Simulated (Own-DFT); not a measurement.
# Computed records: Al$_{31}$GaO$_{48}$ (corundum with substituted atoms, atoms displaced), Al$_{16}$O$_{23}$ (corundum with two vacancies, atoms displaced), Al$_{32}$O$_{47}$ (corundum with one vacancy, atoms displaced)

All values are calculated (Own-DFT development build). A calculation, not a measurement: plane-wave PBE density functional theory by an unreviewed code, no spin, of a simulated periodic cell, stress positive in tension, free energy of the whole cell less one offset for each atom, defect cell not probed for a lower state with spin; oxygen file: force components 24 meV/angstrom off all-electron in one glass; forces on such cells passed a denser k mesh, this cell's mesh not checked; offsets are fitted by least squares, one for each functional and potential file, so energies compare only between cells with the same atoms and settings and are not formation energies; the far tail of each file's local potential was reset to the Coulomb form; each entry is a single point on an unrelaxed cell, so the pressure reflects the starting lattice, mostly measured values, from which strain is counted, and rises with the displacements; printed positions are rounded, which can move forces by about a meV/angstrom; the program is a retired in-house code; no spin-orbit coupling; before rounding, a Quantum ESPRESSO 7.3.1 run of the same cell and cutoff gave forces within 1 meV/angstrom rms on each cell, which checks the program and not the settings.

Common to all runs: functional PBE; potential files PseudoDojo norm-conserving, scalar-relativistic, standard set; wave cutoff 72 hartree; occupations Fermi-Dirac; smearing width 0.1 eV; k mesh 3 x 3 x 3 centred on Gamma.

(1) Al$_{31}$GaO$_{48}$ (corundum with substituted atoms, atoms displaced)

```
Al31GaO48
1.0
      5.4940     0.0000     8.6604
     -2.7470     4.7579     8.6604
     -2.7470    -4.7579     8.6604
Al O Al O Al O Al O Al O Ga Al O Al O Al O
4 6 4 6 4 6 4 6 4 6 1 3 6 4 6 4 6
Direct
  0.17938 0.17651 0.17132
  0.32330 0.32096 0.32609
  0.43333 0.41932 0.42132
  0.07313 0.07661 0.07213
  0.26925 0.47740 0.13140
  0.47488 0.12523 0.27534
  0.12390 0.27777 0.47483
  0.21600 0.03256 0.37690
  0.02651 0.37554 0.22909
  0.37377 0.21879 0.02478
  0.17010 0.17049 0.69163
  0.31987 0.32336 0.82913
  0.41939 0.43280 0.92657
  0.07723 0.06517 0.57636
  0.27522 0.47176 0.62753
  0.47247 0.12332 0.78161
  0.12130 0.28075 0.97309
  0.22753 0.02502 0.87189
  0.02702 0.38065 0.71708
  0.37826 0.22439 0.52171
  0.17467 0.67065 0.18079
  0.32121 0.82746 0.32298
  0.42429 0.92571 0.42891
  0.07120 0.57741 0.07773
  0.27435 0.97150 0.12816
  0.47465 0.62432 0.27934
  0.12824 0.77544 0.47074
  0.22513 0.53379 0.37221
  0.03081 0.87307 0.22219
  0.37867 0.72300 0.02223
  0.18035 0.67577 0.67825
  0.32033 0.82761 0.82582
  0.42443 0.93034 0.92052
  0.07308 0.57366 0.56635
  0.27582 0.97599 0.62596
  0.47411 0.62393 0.77326
  0.12641 0.77811 0.97614
  0.22144 0.53306 0.87203
  0.02914 0.87478 0.72051
  0.36736 0.72643 0.52310
  0.67478 0.17701 0.17666
  0.82477 0.32730 0.32537
  0.92705 0.42628 0.42788
  0.56339 0.07365 0.08408
  0.78080 0.46938 0.12551
  0.97293 0.11680 0.28297
  0.62210 0.27858 0.47323
  0.71908 0.02825 0.37788
  0.52508 0.37438 0.22469
  0.87161 0.22223 0.02885
  0.67444 0.17559 0.67726
  0.82181 0.32596 0.82105
  0.92512 0.42534 0.92893
  0.57817 0.06545 0.57836
  0.77450 0.47121 0.62693
  0.97425 0.12434 0.77675
  0.62677 0.27383 0.97694
  0.71107 0.03374 0.87533
  0.53120 0.37522 0.72263
  0.87218 0.22550 0.52389
  0.67436 0.68129 0.17372
  0.82824 0.82064 0.32092
  0.92041 0.93188 0.42456
  0.57382 0.57476 0.07507
  0.77806 0.96851 0.12532
  0.97133 0.62324 0.27672
  0.62483 0.77645 0.47556
  0.72505 0.52125 0.37705
  0.52569 0.87568 0.21982
  0.86973 0.72169 0.03301
  0.67529 0.67612 0.67497
  0.82200 0.82288 0.82002
  0.92211 0.92761 0.92305
  0.57529 0.57536 0.57675
  0.78399 0.97349 0.61808
  0.96839 0.62084 0.78001
  0.62742 0.78045 0.97429
  0.72925 0.52549 0.87291
  0.52610 0.87548 0.71885
  0.87905 0.72263 0.52426
```

```
free energy of cell above offsets : -56.294 eV
pressure                          : 9.05 GPa
stress xx                         : -9.14 GPa
stress yy                         : -9.85 GPa
stress zz                         : -8.15 GPa
stress yz                         : -0.15 GPa
stress xz                         : -0.04 GPa
stress xy                         : -0.53 GPa
```

Force:
```csv
element,x (eV/Å),y (eV/Å),z (eV/Å)
Al,-1.515,-0.948,-0.066
Al,-0.546,-0.386,0.447
Al,-1.583,-0.086,0.922
Al,-0.385,-1.092,0.032
O,1.661,-0.077,-0.743
O,-0.636,-0.616,-0.483
O,0.047,0.113,0.07
O,1.088,0.278,0.019
O,1.283,0.642,-0.754
O,-0.436,0.211,1.037
Al,0.768,3.041,-0.661
Al,0.804,1.416,-0.431
Al,1.041,-0.544,0.053
Al,-1.079,1.692,0.512
O,0.566,-0.358,0.086
O,-0.788,-0.242,-1.5
O,0.342,-0.505,-0.046
O,-1.123,-0.525,0.851
O,0.306,-1.407,-0.682
O,-0.479,-1.41,-0.224
Al,0.066,0.97,1.058
Al,-0.007,-0.812,-0.605
Al,-0.005,0.042,-0.174
Al,-0.16,-0.009,-0.899
O,0.627,0.932,-0.353
O,0.201,0.286,-0.42
O,-0.962,0.201,-0.223
O,0.385,-0.208,-0.96
O,-0.142,0.34,-0.486
O,-0.175,-0.386,0.042
Al,-0.175,0.416,-2.465
Al,0.858,-0.54,-0.514
Al,0.213,-1.461,0.853
Al,0.13,-0.319,2.249
O,0.547,-0.516,-0.334
O,-1.121,-0.019,0.746
O,-0.422,0.56,-0.944
O,-0.346,-1.233,0.745
O,-0.617,-0.729,0.011
O,1.234,-0.339,2.106
Al,0.242,-0.203,-0.013
Al,0.123,-0.479,-0.721
Al,0.167,-0.609,-0.656
Al,1.522,1.106,0.071
O,-0.309,-0.014,-0.064
O,-0.348,1.941,0.759
O,0.783,0.472,-0.459
O,0.493,0.21,-0.509
O,0.589,0.781,-0.141
O,0.878,0.004,0.403
Ga,0.006,1.205,0.734
Al,-0.084,-0.488,0.429
Al,-0.136,0.67,-0.404
Al,-0.758,1.678,0.101
O,0.392,0.27,0.402
O,-0.545,-0.432,-0.17
O,-0.855,0.822,-0.587
O,1.064,-2.515,1.473
O,-1.986,0.517,0.501
O,1.614,-0.568,1.292
Al,0.065,-1.245,-0.372
Al,-0.485,0.309,0.408
Al,1.746,-0.799,-0.166
Al,0.215,-0.002,0.147
O,-0.1,-0.049,0.124
O,-0.581,-0.053,0.704
O,0.051,0.602,-0.411
O,-1.215,1.056,0.609
O,-0.702,-0.257,0.682
O,1.033,0.815,0.592
Al,0.445,-0.253,0.632
Al,0.46,-0.297,0.359
Al,-0.429,-0.458,0.259
Al,0.322,0.181,-1.668
O,-0.324,-1.344,-0.724
O,-0.215,0.775,1.012
O,-0.563,0.366,-1.452
O,-1.274,0.325,-0.498
O,0.222,-0.35,0.431
O,-0.985,-0.066,-0.983
```

(2) Al$_{16}$O$_{23}$ (corundum with two vacancies, atoms displaced)

```
Al16O23
1.0
      5.4940     0.0000     8.6604
     -2.7470     4.7579     8.6604
     -2.7470    -4.7579     8.6604
Al O Al O Al O Al O Al O Al O Al O Al O
4 6 4 6 4 6 4 5 4 6 4 5 4 6 4 6
Direct
  0.18199 0.17784 0.16895
  0.32949 0.32474 0.31545
  0.42934 0.42416 0.42807
  0.07563 0.07300 0.07817
  0.27980 0.47796 0.11317
  0.46696 0.12966 0.27849
  0.12469 0.27671 0.47079
  0.21883 0.03333 0.37321
  0.02433 0.37577 0.22377
  0.37527 0.22105 0.02600
  0.17864 0.17233 0.67759
  0.31943 0.32572 0.83090
  0.41746 0.42860 0.92966
  0.08034 0.07421 0.57090
  0.27735 0.47461 0.62156
  0.47153 0.12608 0.77334
  0.12063 0.28032 0.97209
  0.22831 0.03248 0.87226
  0.03620 0.37366 0.71293
  0.37515 0.22116 0.52717
  0.17717 0.66957 0.17498
  0.32028 0.82411 0.32773
  0.42830 0.93556 0.42048
  0.08388 0.56866 0.07172
  0.27792 0.97562 0.12417
  0.47210 0.62247 0.27564
  0.12548 0.77613 0.47455
  0.22405 0.53679 0.36726
  0.02450 0.87998 0.21765
  0.37244 0.72464 0.02585
  0.17694 0.67722 0.67437
  0.32381 0.81938 0.81955
  0.42512 0.92411 0.92485
  0.07003 0.57817 0.57415
  0.27437 0.97632 0.62469
  0.12559 0.77714 0.97285
  0.21854 0.52814 0.88178
  0.02474 0.87388 0.72904
  0.37444 0.71829 0.52638
  0.67558 0.17482 0.17402
  0.82755 0.32071 0.32166
  0.92485 0.42483 0.43105
  0.57860 0.06874 0.07526
  0.77415 0.47300 0.12175
  0.97122 0.12010 0.27658
  0.62594 0.27538 0.46988
  0.72650 0.02777 0.37532
  0.52304 0.37411 0.22989
  0.87041 0.21806 0.03521
  0.67319 0.17443 0.67842
  0.82256 0.32325 0.82700
  0.93175 0.42541 0.91905
  0.58163 0.06998 0.57260
  0.96808 0.12699 0.77947
  0.62900 0.28169 0.96880
  0.71618 0.02307 0.88045
  0.53221 0.36764 0.73103
  0.88041 0.22059 0.53112
  0.67803 0.67081 0.17186
  0.81827 0.82867 0.32076
  0.92346 0.92302 0.42833
  0.57054 0.57446 0.07756
  0.77744 0.97080 0.12642
  0.97920 0.63154 0.26974
  0.63466 0.76958 0.47228
  0.71635 0.52334 0.38111
  0.52474 0.87641 0.22064
  0.88342 0.71737 0.02536
  0.67661 0.67480 0.67266
  0.82278 0.82323 0.82550
  0.92436 0.92733 0.92065
  0.57438 0.57812 0.57162
  0.77194 0.97180 0.63211
  0.97162 0.62012 0.77903
  0.62644 0.77614 0.97032
  0.71476 0.53217 0.87744
  0.52834 0.87620 0.72624
  0.87444 0.72235 0.52632
```

```
free energy of cell above offsets : -53.103 eV
pressure                          : 7.06 GPa
stress xx                         : -6.93 GPa
stress yy                         : -7.31 GPa
stress zz                         : -6.93 GPa
stress yz                         : -0.09 GPa
stress xz                         : -0.27 GPa
stress xy                         : -0.73 GPa
```

Force:
```csv
element,x (eV/Å),y (eV/Å),z (eV/Å)
Al,-1.183,-1.024,-0.276
Al,-1.891,-0.463,1.335
Al,-0.535,-0.076,-0.936
Al,0.056,0.122,-1.144
O,-0.329,-2.12,1.091
O,1.329,0.195,-0.305
O,0.728,0.568,0.621
O,0.724,-0.402,0.019
O,0.68,0.208,-0.008
O,0.084,-0.204,0.794
Al,-0.02,0.539,0.55
Al,1.35,0.768,-1.257
Al,2.897,1.418,0.329
Al,-1.074,-0.065,-0.42
O,-0.185,-0.891,0.907
O,-0.67,-0.131,0.869
O,0.466,-0.109,0.693
O,-0.784,-0.247,-0.83
O,-1.392,-0.492,0.28
O,0.302,-0.025,-0.041
Al,-0.965,1.484,1.537
Al,0.701,0.492,-0.241
Al,-0.068,-1.389,-1.107
Al,-2.703,0.138,-0.154
O,0.286,-0.331,-0.003
O,-0.504,0.36,0.896
O,-0.753,0.405,-0.085
O,-0.145,-1.02,-0.296
O,0.424,-0.708,0.055
O,0.29,-0.486,0.021
Al,-0.331,-0.502,-0.2
Al,0.494,-0.781,0.845
Al,-0.057,0.287,0.208
Al,1.246,0.072,-0.507
O,0.979,-0.104,-0.373
O,-0.096,0.869,-0.349
O,1.325,1.014,-1.448
O,1.001,0.878,-0.5
O,-0.044,0.279,1.054
Al,-0.215,0.16,1.191
Al,-0.247,-0.112,-0.035
Al,-0.596,0.171,0.264
Al,-0.318,0.737,-0.54
O,0.625,-0.616,0.628
O,-0.479,0.171,1.273
O,0.491,-0.102,0.892
O,-0.567,0.154,-1.168
O,1.091,0.558,-0.806
O,0.846,1.211,0.389
Al,0.192,0.264,0.339
Al,0.26,1.265,0.009
Al,-1.243,-0.695,-0.634
Al,-1.59,0.216,-0.387
O,0.473,-0.298,0.055
O,-1.329,-1.088,-1.018
O,0.337,0.264,0.467
O,-0.55,1.09,-0.241
O,-0.76,-0.177,-1.274
Al,-0.19,0.007,0.741
Al,1.937,-0.362,1.258
Al,0.495,0.403,0.077
Al,0.101,0.221,-0.682
O,-0.506,0.591,-0.707
O,-0.69,-1.506,-1.248
O,-1.636,1.355,-0.83
O,0.486,0.758,-0.036
O,0.237,-0.422,0.548
O,-1.022,-0.31,-0.571
Al,-0.456,-0.944,0.426
Al,0.146,-0.454,-0.201
Al,0.206,-0.856,0.82
Al,0.019,-1.412,-0.077
O,1.361,0.373,-0.111
O,-0.142,0.937,0.736
O,-0.345,-0.1,0.257
O,1.021,0.011,-0.268
O,1.027,0.203,-1.319
O,-0.103,-0.191,0.16
```

(3) Al$_{32}$O$_{47}$ (corundum with one vacancy, atoms displaced)

```
Al32O47
1.0
      5.4940     0.0000     8.6604
     -2.7470     4.7579     8.6604
     -2.7470    -4.7579     8.6604
Al O Al O Al O Al O Al O Al O Al O Al O
4 6 4 6 4 6 4 6 4 6 4 6 4 5 4 6
Direct
  0.17556 0.16907 0.18012
  0.32756 0.32046 0.32553
  0.42804 0.42525 0.42369
  0.07215 0.06699 0.07581
  0.28495 0.46535 0.12360
  0.47573 0.12840 0.27336
  0.13114 0.27983 0.47699
  0.21741 0.02830 0.37770
  0.02059 0.37994 0.21945
  0.36987 0.21744 0.03387
  0.17921 0.17758 0.67156
  0.32834 0.31944 0.82392
  0.42864 0.42059 0.92241
  0.06660 0.07515 0.57602
  0.27712 0.47262 0.62239
  0.46643 0.12805 0.78151
  0.12982 0.28126 0.96619
  0.21695 0.03181 0.87516
  0.03432 0.36823 0.72585
  0.38429 0.21745 0.52733
  0.18034 0.67389 0.17460
  0.31932 0.82058 0.32723
  0.43086 0.92747 0.41888
  0.07621 0.57724 0.07219
  0.27456 0.96887 0.12780
  0.46691 0.62132 0.28728
  0.12654 0.77265 0.47254
  0.21548 0.52725 0.38296
  0.02156 0.87124 0.22223
  0.38445 0.71625 0.03131
  0.17775 0.67232 0.67764
  0.32594 0.82017 0.82520
  0.42942 0.92158 0.92480
  0.08067 0.57243 0.57695
  0.27437 0.97214 0.62249
  0.46686 0.63215 0.77768
  0.12776 0.76952 0.97541
  0.22062 0.52796 0.87746
  0.03220 0.87532 0.72162
  0.37269 0.72541 0.52947
  0.67667 0.17237 0.17489
  0.83059 0.31692 0.32228
  0.92772 0.42820 0.42251
  0.56617 0.07864 0.07580
  0.77804 0.47054 0.12657
  0.97319 0.12587 0.27465
  0.62984 0.27191 0.47518
  0.72152 0.02789 0.37718
  0.52611 0.37287 0.22186
  0.88795 0.21272 0.02289
  0.67631 0.16838 0.68260
  0.82627 0.31650 0.82803
  0.92395 0.43147 0.92000
  0.57570 0.07462 0.57585
  0.78092 0.47311 0.62215
  0.96927 0.12400 0.78141
  0.62609 0.27452 0.97399
  0.72030 0.03002 0.87163
  0.53050 0.36916 0.72307
  0.87781 0.22048 0.52542
  0.67392 0.67889 0.17358
  0.82930 0.81879 0.32609
  0.93194 0.92769 0.42299
  0.57023 0.57019 0.07810
  0.77173 0.97720 0.12091
  0.96666 0.62243 0.28566
  0.62594 0.77427 0.47389
  0.71328 0.53345 0.37262
  0.88510 0.71899 0.02329
  0.67623 0.67144 0.68115
  0.82582 0.81720 0.82363
  0.92377 0.92828 0.92366
  0.56991 0.57434 0.57934
  0.78305 0.96547 0.62401
  0.96820 0.62705 0.77840
  0.62371 0.78332 0.96756
  0.71996 0.53004 0.87796
  0.52740 0.87084 0.72552
  0.87120 0.71587 0.53552
```

```
free energy of cell above offsets : -56.193 eV
pressure                          : 7.29 GPa
stress xx                         : -7.07 GPa
stress yy                         : -7.58 GPa
stress zz                         : -7.24 GPa
stress yz                         : -0.46 GPa
stress xz                         : 0.02 GPa
stress xy                         : 0 GPa
```

Force:
```csv
element,x (eV/Å),y (eV/Å),z (eV/Å)
Al,-0.267,1.292,-0.06
Al,-0.293,0.357,0.04
Al,0.053,-0.981,0.088
Al,0.614,0.857,0.816
O,-0.749,0.075,0.247
O,-0.503,-0.827,-0.423
O,-0.661,0.531,-1.78
O,0.29,0.248,-0.209
O,0.839,-0.561,0.656
O,0.467,0.678,0.467
Al,0.165,-0.689,0.038
Al,-1.322,0.331,-0.292
Al,-0.805,0.069,0.829
Al,1.129,-0.245,1.129
O,0.231,-0.619,0.992
O,1.469,-0.607,-0.615
O,-0.758,-0.639,-0.336
O,1.247,-0.858,-0.268
O,-0.785,0.879,0.12
O,-0.795,0.232,-0.458
Al,-0.075,-0.794,-0.167
Al,0.658,0.173,0.975
Al,-0.422,-0.612,-0.105
Al,0.148,-0.968,-0.465
O,0.277,-0.198,-0.189
O,0.637,1.018,-0.324
O,-0.556,0.49,0.24
O,1.292,0.869,-0.429
O,0.652,0.222,1.107
O,-1.815,0.571,-1.31
Al,-0.241,0.148,0.775
Al,-0.91,1.31,-0.084
Al,-0.951,0.498,0.13
Al,-0.95,-0.162,-1.761
O,0.26,-0.273,0.864
O,1.301,-1.479,-0.948
O,-0.193,0.7,0.899
O,0.927,0.246,-0.259
O,-0.208,-0.406,-0.954
O,0.21,-0.24,-0.46
Al,0.389,-0.246,0.661
Al,-1.589,0.825,0.543
Al,-0.291,-0.596,-0.299
Al,1.149,-1.227,-0.547
O,-0.154,0.489,-0.683
O,0.453,-0.611,-0.431
O,-0.263,0.366,-0.164
O,0.509,0.24,-0.198
O,0.194,0.137,0.568
O,-2.375,0.247,-0.676
Al,0.44,1.389,-0.332
Al,0.174,0.873,0.208
Al,0.709,-1.532,0.409
Al,0.577,-0.31,-0.505
O,-0.47,-1.107,-0.126
O,0.469,0.269,-0.43
O,-0.227,0.997,-0.168
O,0.066,-0.978,0.446
O,-0.616,0.276,0.572
O,-0.539,0.047,-0.039
Al,-0.31,-0.034,0.768
Al,-1.397,-0.114,-0.498
Al,-0.815,-0.798,-1.119
Al,1.101,-0.411,0.988
O,0.753,-1.091,0.494
O,1.243,0.915,0.022
O,-0.187,0.693,0.008
O,0.279,-0.969,0.708
O,-1.442,0.338,-0.866
Al,0.22,0.723,-0.229
Al,-0.469,0.539,1.025
Al,0.073,-0.586,-0.078
Al,0.938,1.038,-0.322
O,-0.537,0.046,0.432
O,0.907,-0.048,0.065
O,0.392,-1.037,0.395
O,0.489,-0.6,-0.423
O,-0.27,0.578,0.457
O,0.821,0.633,0.849
```
